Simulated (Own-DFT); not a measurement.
## Calculated data, InAs (zincblende, strongly disordered by large displacements), GaP (zincblende, strongly disordered by large displacements)

All values are calculated (Own-DFT development build). A calculation, not a measurement: plane-wave PBE density functional theory by an unreviewed code, no spin, of a simulated periodic cell, stress positive in tension, free energy of the whole cell less one offset for each atom, forces on such cells passed a denser k mesh, this cell's mesh not checked; broken bonds can close the gap or carry spin, so checks made on this kind of crystal may not hold here; offsets are fitted by least squares, one for each functional and potential file, so energies compare only between cells with the same atoms and settings and are not formation energies; the far tail of each file's local potential was reset to the Coulomb form; each entry is a single point on an unrelaxed cell, so the pressure reflects the starting lattice, mostly measured values (interpolated for alloys), from which strain is counted, and rises with the displacements; printed positions are rounded, which can move forces by about a meV/angstrom; the program, named Own-DFT, is a retired in-house code; no spin-orbit coupling.

Settings shared by all entries: functional PBE; potential files PseudoDojo norm-conserving, scalar-relativistic, standard set; wave cutoff 42 hartree; occupations Fermi-Dirac; smearing width 0.1 eV; k mesh 3 x 3 x 3 centred on Gamma.

(1) 
```cif
# cell vector a (Å): 12.1166 0.0000 0.0000
# cell vector b (Å): 0.0000 12.1166 0.0000
# cell vector c (Å): 0.0000 0.0000 12.1166
data_InAs
_symmetry_space_group_name_H-M 'P 1'
_symmetry_Int_Tables_number 1
_cell_length_a 12.1166
_cell_length_b 12.1166
_cell_length_c 12.1166
_cell_angle_alpha 90.000
_cell_angle_beta 90.000
_cell_angle_gamma 90.000
_cell_volume 1778.86
loop_
_atom_site_label
_atom_site_type_symbol
_atom_site_fract_x
_atom_site_fract_y
_atom_site_fract_z
_atom_site_occupancy
In1 In 0.98335 0.97481 0.95986 1
In2 In 0.01394 0.20254 0.23685 1
In3 In 0.26244 0.04604 0.22548 1
In4 In 0.23393 0.26030 0.00726 1
As1 As 0.08937 0.11587 0.09677 1
As2 As 0.06900 0.33326 0.34600 1
As3 As 0.37707 0.16797 0.34325 1
As4 As 0.45778 0.30211 0.12458 1
In5 In 0.03794 0.99832 0.49076 1
In6 In 0.95837 0.25164 0.74179 1
In7 In 0.22609 0.04495 0.75028 1
In8 In 0.23148 0.33611 0.47746 1
As5 As 0.08468 0.14794 0.67030 1
As6 As 0.16597 0.36737 0.85921 1
As7 As 0.34874 0.05680 0.92033 1
As8 As 0.34872 0.35529 0.61134 1
In9 In 0.01203 0.38551 0.02674 1
In10 In 0.00920 0.73955 0.28491 1
In11 In 0.26518 0.44250 0.22667 1
In12 In 0.25224 0.72455 0.03622 1
As9 As 0.12056 0.61569 0.11399 1
As10 As 0.11693 0.88281 0.38273 1
As11 As 0.45812 0.64099 0.35480 1
As12 As 0.33367 0.91058 0.09292 1
In13 In 0.97987 0.51498 0.49530 1
In14 In 0.00503 0.79511 0.73450 1
In15 In 0.27285 0.51230 0.75185 1
In16 In 0.25798 0.71501 0.51784 1
As13 As 0.13466 0.62976 0.61562 1
As14 As 0.12066 0.88430 0.84658 1
As15 As 0.43259 0.65651 0.87251 1
As16 As 0.36136 0.86468 0.60534 1
In17 In 0.50435 0.01839 0.00090 1
In18 In 0.52411 0.26490 0.31132 1
In19 In 0.76089 0.97064 0.30764 1
In20 In 0.76026 0.27549 0.96608 1
As17 As 0.66466 0.07548 0.08639 1
As18 As 0.62319 0.38629 0.40756 1
As19 As 0.86833 0.12839 0.41374 1
As20 As 0.86301 0.35051 0.11951 1
In21 In 0.50966 0.98936 0.54197 1
In22 In 0.50471 0.28973 0.73795 1
In23 In 0.78215 0.99417 0.69329 1
In24 In 0.75557 0.25264 0.46849 1
As21 As 0.64902 0.11865 0.61268 1
As22 As 0.60655 0.38588 0.89591 1
As23 As 0.87361 0.15052 0.86273 1
As24 As 0.89858 0.39447 0.60370 1
In25 In 0.47618 0.52605 0.00631 1
In26 In 0.45107 0.77759 0.23570 1
In27 In 0.74110 0.49365 0.28359 1
In28 In 0.76041 0.74643 0.94415 1
As25 As 0.63461 0.61760 0.17375 1
As26 As 0.59853 0.90492 0.36807 1
As27 As 0.88989 0.61927 0.38101 1
As28 As 0.85860 0.90104 0.12124 1
In29 In 0.48367 0.54030 0.50056 1
In30 In 0.54621 0.75866 0.72773 1
In31 In 0.79122 0.48679 0.77974 1
In32 In 0.72042 0.74483 0.50150 1
As29 As 0.60536 0.60393 0.62606 1
As30 As 0.60548 0.82153 0.89521 1
As31 As 0.88094 0.62961 0.83962 1
As32 As 0.90851 0.90785 0.57502 1
_calc_hardware 'one NVIDIA H200'
_calc_free_energy_of_cell_above_offsets '26.150'  # eV
_calc_pressure 13.8  # GPa
_calc_stress_xx -15.11  # GPa
_calc_stress_yy -12.74  # GPa
_calc_stress_zz -13.56  # GPa
_calc_stress_yz 0.77  # GPa
_calc_stress_xz -0.03  # GPa
_calc_stress_xy -1.31  # GPa
_calc_wall_time 1201  # s
```

Force:
```csv
element,x (eV/Å),y (eV/Å),z (eV/Å)
In,-1.133,1.088,1.153
In,-5.265,-2.146,0.987
In,-1.53,-0.127,0.587
In,2.324,-2.047,1.996
As,3.016,-2.737,-4.082
As,2.169,5.973,4.065
As,-5.015,-3.245,2.949
As,-1.503,1.053,-2.719
In,1.8,8.9,1.99
In,-0.699,7.067,-1.322
In,2.359,-1.634,0.146
In,-3.707,-1.688,-4.778
As,4.159,-2.857,-5.731
As,-2.328,0.531,-1.071
As,-5.702,2.53,-2.773
As,4.089,1.634,4.214
In,5.721,2.659,-3.787
In,1.08,1.076,-3.216
In,0.062,0.466,-0.147
In,2.355,1.712,-2.623
As,-2.883,-2.638,2.239
As,5.496,-3.756,-4.58
As,-1.841,-1.34,-1.622
As,1.145,-1.06,-0.464
In,6.309,-0.229,1.043
In,-3.039,-3.403,-3.251
In,0.649,1.259,0.007
In,4.117,2.428,-5.048
As,-4.881,-3.295,3.879
As,4.196,0.42,3.062
As,-3.392,1.157,-0.956
As,0.316,1.359,2.172
In,3.921,-2.251,1.049
In,2.711,-0.164,-2.859
In,3.623,2.242,-2.147
In,-1.904,-1.351,0.665
As,2.958,1.548,2.129
As,0.948,3.255,3.04
As,5.429,-5.125,-3.667
As,-4.52,-0.155,5.52
In,-0.641,0.236,-1.038
In,0.611,-1.688,-0.135
In,-0.683,0.441,3.19
In,-2.815,4.133,3.508
As,-1.546,2.681,0.655
As,0.049,1.166,-0.578
As,-2.448,-5.404,3.127
As,-3.835,-3.86,3.279
In,1.429,-2.492,3.504
In,0.315,4.352,-3.597
In,2.023,-0.529,-0.863
In,4.543,-1.478,3.6
As,-1.904,1.915,-2.449
As,-3.499,-2.731,1.079
As,-5.436,2.701,-2.702
As,-0.395,-1.152,-0.3
In,-2.637,-5.174,2.451
In,-2.118,1.596,-3.209
In,-4.003,-4.775,-2.623
In,0.518,0.53,-0.653
As,4.647,-0.859,2.221
As,-4.252,5.106,1.668
As,4.998,4.274,1.579
As,-4.532,-6.1,2.235
```

(2) 
```cif
# cell vector a (Å): 10.9010 0.0000 0.0000
# cell vector b (Å): 0.0000 10.9010 0.0000
# cell vector c (Å): 0.0000 0.0000 10.9010
data_GaP
_symmetry_space_group_name_H-M 'P 1'
_symmetry_Int_Tables_number 1
_cell_length_a 10.9010
_cell_length_b 10.9010
_cell_length_c 10.9010
_cell_angle_alpha 90.000
_cell_angle_beta 90.000
_cell_angle_gamma 90.000
_cell_volume 1295.39
loop_
_atom_site_label
_atom_site_type_symbol
_atom_site_fract_x
_atom_site_fract_y
_atom_site_fract_z
_atom_site_occupancy
Ga1 Ga 0.01007 0.03248 0.03224 1
Ga2 Ga 0.04361 0.28998 0.23720 1
Ga3 Ga 0.23285 0.98201 0.27008 1
Ga4 Ga 0.26862 0.24069 0.99927 1
P1 P 0.15100 0.10964 0.18057 1
P2 P 0.05038 0.37539 0.39102 1
P3 P 0.37122 0.16401 0.37734 1
P4 P 0.43288 0.33235 0.14147 1
Ga5 Ga 0.01571 0.00050 0.54057 1
Ga6 Ga 0.04490 0.23423 0.74859 1
Ga7 Ga 0.22484 0.03239 0.78133 1
Ga8 Ga 0.23590 0.26897 0.42113 1
P5 P 0.15113 0.09937 0.59433 1
P6 P 0.16849 0.34935 0.88084 1
P7 P 0.36167 0.08185 0.88307 1
P8 P 0.37603 0.34322 0.61423 1
Ga9 Ga 0.98069 0.49728 0.98978 1
Ga10 Ga 0.01970 0.78370 0.26810 1
Ga11 Ga 0.24264 0.52666 0.26420 1
Ga12 Ga 0.26469 0.71206 0.02181 1
P9 P 0.15743 0.69458 0.18897 1
P10 P 0.10254 0.93254 0.39184 1
P11 P 0.39070 0.58810 0.37819 1
P12 P 0.29216 0.86601 0.13370 1
Ga13 Ga 0.97927 0.53055 0.48328 1
Ga14 Ga 0.00985 0.73391 0.78220 1
Ga15 Ga 0.26374 0.49587 0.79683 1
Ga16 Ga 0.24513 0.77428 0.53469 1
P13 P 0.08395 0.64846 0.59487 1
P14 P 0.17323 0.85071 0.87964 1
P15 P 0.33070 0.63558 0.87761 1
P16 P 0.39207 0.90079 0.58028 1
Ga17 Ga 0.49315 0.96245 0.96909 1
Ga18 Ga 0.56774 0.23504 0.25104 1
Ga19 Ga 0.72935 0.96604 0.21237 1
Ga20 Ga 0.75544 0.27621 0.05701 1
P17 P 0.64778 0.14584 0.11119 1
P18 P 0.58267 0.40508 0.31226 1
P19 P 0.89927 0.14209 0.41023 1
P20 P 0.85059 0.37569 0.16679 1
Ga21 Ga 0.54407 0.05164 0.50892 1
Ga22 Ga 0.49620 0.20867 0.69176 1
Ga23 Ga 0.75744 0.00564 0.75051 1
Ga24 Ga 0.72965 0.23285 0.49511 1
P21 P 0.64668 0.12096 0.65638 1
P22 P 0.61975 0.37409 0.87090 1
P23 P 0.87771 0.13137 0.89125 1
P24 P 0.87279 0.35048 0.61605 1
Ga25 Ga 0.51786 0.51587 0.00782 1
Ga26 Ga 0.43627 0.75158 0.24128 1
Ga27 Ga 0.73590 0.49159 0.27714 1
Ga28 Ga 0.76932 0.72775 0.98563 1
P25 P 0.65999 0.65395 0.11165 1
P26 P 0.67734 0.79266 0.34957 1
P27 P 0.84268 0.57791 0.38596 1
P28 P 0.88325 0.88847 0.17633 1
Ga29 Ga 0.53509 0.51082 0.45831 1
Ga30 Ga 0.50651 0.74977 0.75548 1
Ga31 Ga 0.75078 0.47623 0.76805 1
Ga32 Ga 0.77678 0.71209 0.47704 1
P29 P 0.58768 0.63257 0.61259 1
P30 P 0.64363 0.93300 0.88255 1
P31 P 0.88039 0.65755 0.86842 1
P32 P 0.91587 0.88179 0.61908 1
_calc_hardware 'one NVIDIA H100'
_calc_free_energy_of_cell_above_offsets '42.408'  # eV
_calc_pressure 20.35  # GPa
_calc_stress_xx -23.12  # GPa
_calc_stress_yy -19.11  # GPa
_calc_stress_zz -18.83  # GPa
_calc_stress_yz -4.71  # GPa
_calc_stress_xz 1.75  # GPa
_calc_stress_xy 1.52  # GPa
_calc_wall_time 605.8  # s
```

Force:
```csv
element,x (eV/Å),y (eV/Å),z (eV/Å)
Ga,-0.244,-1.233,-0.041
Ga,-1.324,-4.119,-6.519
Ga,6.208,-0.827,4.564
Ga,2.854,-2.326,3.794
P,-4.032,8.069,-6.528
P,3.32,0.741,5.359
P,6.782,-5.716,-2.404
P,-3.646,3.018,-2.949
Ga,-3.816,3.436,-2.415
Ga,-1.58,-0.353,-0.749
Ga,-4.698,-2.909,-4.318
Ga,-4.912,4.468,3.737
P,5.805,6.054,3.673
P,-4.28,0.964,-0.803
P,4.78,4.671,2.238
P,-1.534,2.551,-1.048
Ga,0.472,-0.744,0.837
Ga,-3.454,1.117,3.215
Ga,-0.843,-2.853,-0.316
Ga,-3.073,0.944,2.1
P,1.907,-2.767,-1.628
P,0.081,-4.934,-0.487
P,-4.461,4.545,-1.047
P,3.859,0.359,-1.046
Ga,4.153,-2.734,4.945
Ga,6.992,5.256,-5.199
Ga,-1.253,-5.291,-5.788
Ga,-0.784,-0.747,-1.481
P,2.377,0.844,2.651
P,-2.462,0.387,-0.578
P,7.739,2.738,-2.424
P,1.371,0.253,1.738
Ga,-5.282,0.531,5.146
Ga,-2.315,-4.774,3.388
Ga,-6.015,3.334,2.298
Ga,0.419,0.565,-8.787
P,-3.021,-9.693,-0.967
P,-3.255,-0.134,1.04
P,-0.13,0.011,-0.943
P,6.761,3.106,1.717
Ga,-2.585,-2.429,-3.947
Ga,-5.444,3.131,3.954
Ga,6.183,-1.905,-0.373
Ga,0.781,0.807,-0.457
P,4.201,0.756,-1.381
P,-1.289,-1.326,1.883
P,1.036,1.006,0.066
P,0.608,1.265,1.103
Ga,-0.007,-1.057,-0.077
Ga,2.109,-0.262,0.941
Ga,-0.176,0.68,-5.869
Ga,-1.981,6.189,1.791
P,-4.442,-2.376,4.142
P,-5.206,4.273,-5.168
P,2.117,1.154,-3.655
P,5.345,-2.085,-4.58
Ga,1.653,-1.271,6.197
Ga,-1.169,1.785,0.351
Ga,1.451,1.238,-2.352
Ga,-0.643,5.009,9.39
P,3.136,-0.664,0.416
P,4.168,-5.446,-0.782
P,-2.385,-7.521,-0.797
P,-6.925,-6.758,5.229
```

(3) 
```cif
# cell vector a (Å): 12.1166 0.0000 0.0000
# cell vector b (Å): 0.0000 12.1166 0.0000
# cell vector c (Å): 0.0000 0.0000 12.1166
data_InAs
_symmetry_space_group_name_H-M 'P 1'
_symmetry_Int_Tables_number 1
_cell_length_a 12.1166
_cell_length_b 12.1166
_cell_length_c 12.1166
_cell_angle_alpha 90.000
_cell_angle_beta 90.000
_cell_angle_gamma 90.000
_cell_volume 1778.86
loop_
_atom_site_label
_atom_site_type_symbol
_atom_site_fract_x
_atom_site_fract_y
_atom_site_fract_z
_atom_site_occupancy
In1 In 0.97191 0.99724 0.02997 1
In2 In 0.03447 0.24117 0.24919 1
In3 In 0.26303 0.01911 0.23246 1
In4 In 0.24717 0.26249 0.01779 1
As1 As 0.12493 0.14261 0.12355 1
As2 As 0.12702 0.35332 0.39766 1
As3 As 0.36197 0.14600 0.39243 1
As4 As 0.35895 0.36985 0.10334 1
In5 In 0.99084 0.99965 0.50051 1
In6 In 0.04038 0.23381 0.74519 1
In7 In 0.24550 0.98934 0.76158 1
In8 In 0.24904 0.25414 0.51555 1
As5 As 0.12950 0.13540 0.63605 1
As6 As 0.11686 0.37302 0.87735 1
As7 As 0.38553 0.12534 0.86963 1
As8 As 0.37958 0.40263 0.62244 1
In9 In 0.01119 0.51112 0.01554 1
In10 In 0.99255 0.76517 0.22925 1
In11 In 0.24163 0.50970 0.23512 1
In12 In 0.22232 0.80104 0.01553 1
As9 As 0.12518 0.62915 0.16091 1
As10 As 0.12944 0.89719 0.36877 1
As11 As 0.38127 0.63132 0.37586 1
As12 As 0.36344 0.87170 0.12642 1
In13 In 0.98542 0.50539 0.51612 1
In14 In 0.00947 0.73388 0.73261 1
In15 In 0.26071 0.48455 0.74783 1
In16 In 0.23028 0.76239 0.48924 1
As13 As 0.11696 0.62071 0.63355 1
As14 As 0.12277 0.87095 0.88886 1
As15 As 0.36684 0.60336 0.89674 1
As16 As 0.35356 0.86887 0.62963 1
In17 In 0.49951 0.97097 0.00327 1
In18 In 0.48931 0.24399 0.24756 1
In19 In 0.74083 0.97097 0.24688 1
In20 In 0.76119 0.22631 0.98178 1
As17 As 0.61777 0.08278 0.15191 1
As18 As 0.59508 0.37043 0.36433 1
As19 As 0.86368 0.14266 0.37348 1
As20 As 0.87149 0.38096 0.12179 1
In21 In 0.49752 0.99994 0.50769 1
In22 In 0.48326 0.25378 0.73847 1
In23 In 0.74581 0.98561 0.74184 1
In24 In 0.73795 0.26489 0.47553 1
As21 As 0.60636 0.12768 0.63253 1
As22 As 0.64673 0.37940 0.88239 1
As23 As 0.90081 0.14023 0.88712 1
As24 As 0.88530 0.37875 0.65165 1
In25 In 0.50491 0.50363 0.99573 1
In26 In 0.52138 0.79369 0.24904 1
In27 In 0.73998 0.48032 0.23545 1
In28 In 0.72962 0.73515 0.00936 1
As25 As 0.59678 0.62977 0.12877 1
As26 As 0.64228 0.86055 0.38707 1
As27 As 0.84740 0.62956 0.37690 1
As28 As 0.87850 0.87138 0.16063 1
In29 In 0.49222 0.50993 0.49519 1
In30 In 0.49109 0.72094 0.73617 1
In31 In 0.72058 0.52554 0.72433 1
In32 In 0.75447 0.76956 0.50964 1
As29 As 0.60390 0.58736 0.61681 1
As30 As 0.62759 0.89108 0.86410 1
As31 As 0.87186 0.62045 0.84915 1
As32 As 0.89311 0.88309 0.62975 1
_calc_hardware 'one NVIDIA H200'
_calc_free_energy_of_cell_above_offsets '-1.574'  # eV
_calc_pressure 8.83  # GPa
_calc_stress_xx -10.04  # GPa
_calc_stress_yy -7.44  # GPa
_calc_stress_zz -9.01  # GPa
_calc_stress_yz -0.46  # GPa
_calc_stress_xz -1.1  # GPa
_calc_stress_xy 3.36  # GPa
_calc_wall_time 1206  # s
```

Force:
```csv
element,x (eV/Å),y (eV/Å),z (eV/Å)
In,1.324,0.895,-1.383
In,-4.133,2.843,3.508
In,-0.474,0.858,1.675
In,-3.235,-3.943,-5.633
As,1.125,-4.439,-2.976
As,-1.308,3.239,-1.437
As,1.574,-2.407,-1.537
As,5.374,4.592,4.535
In,0.765,2.281,-1.559
In,-5.887,5.559,5.504
In,0.416,1.354,0.31
In,0.971,0.747,1.731
As,4.19,-6.97,-5.632
As,0.93,0.89,0.589
As,-1.241,-0.56,1.593
As,0.359,-3.267,-1.179
In,-0.828,-0.037,-0.883
In,5.9,-6.007,6.417
In,4.02,-4.154,3.584
In,2.614,-5.701,3.728
As,-2.617,3.282,-3.896
As,-0.755,0.046,-1.02
As,-1.213,1.428,-1.455
As,2.056,0.479,1.548
In,-0.351,-0.437,-1.481
In,-2.408,2.826,3.223
In,-2.417,1.73,2.612
In,0.623,-1.476,0.472
As,3.975,-2.112,-2.828
As,-5.555,2.887,-5.196
As,-1.595,2.555,-1.569
As,1.382,-0.511,-0.554
In,-0.206,1.923,-0.561
In,-0.944,-0.78,-1.096
In,0.931,1.96,3.092
In,-2.681,1.973,2.583
As,-1.909,2.837,-2.602
As,1.075,1.441,0.22
As,1.332,-1.924,-1.19
As,1.414,-1.704,-0.633
In,-0.833,-0.319,-0.491
In,0.678,1.297,1.086
In,1.386,2.691,-0.716
In,0.052,0.23,2.45
As,2.221,-0.089,-0.938
As,-1.144,-0.232,-0.643
As,1.498,-2.762,-2.266
As,-1.407,-0.652,-0.508
In,0.814,-2.197,-0.097
In,-2.231,-2.469,-0.689
In,-1.125,1.55,1.356
In,1.373,0.674,-1.712
As,0.845,-0.035,1.466
As,-2.266,2.829,0.672
As,1.214,-0.51,-0.375
As,-5.475,3.597,-6.135
In,-2.094,-2.034,-4.414
In,-0.981,0.988,1.361
In,7.881,-4.926,6.863
In,1.832,-2.894,2.241
As,-2.368,7.163,-3.12
As,-1.071,-3.403,1.177
As,-0.384,0.331,1.818
As,-1.007,-1.023,0.988
```
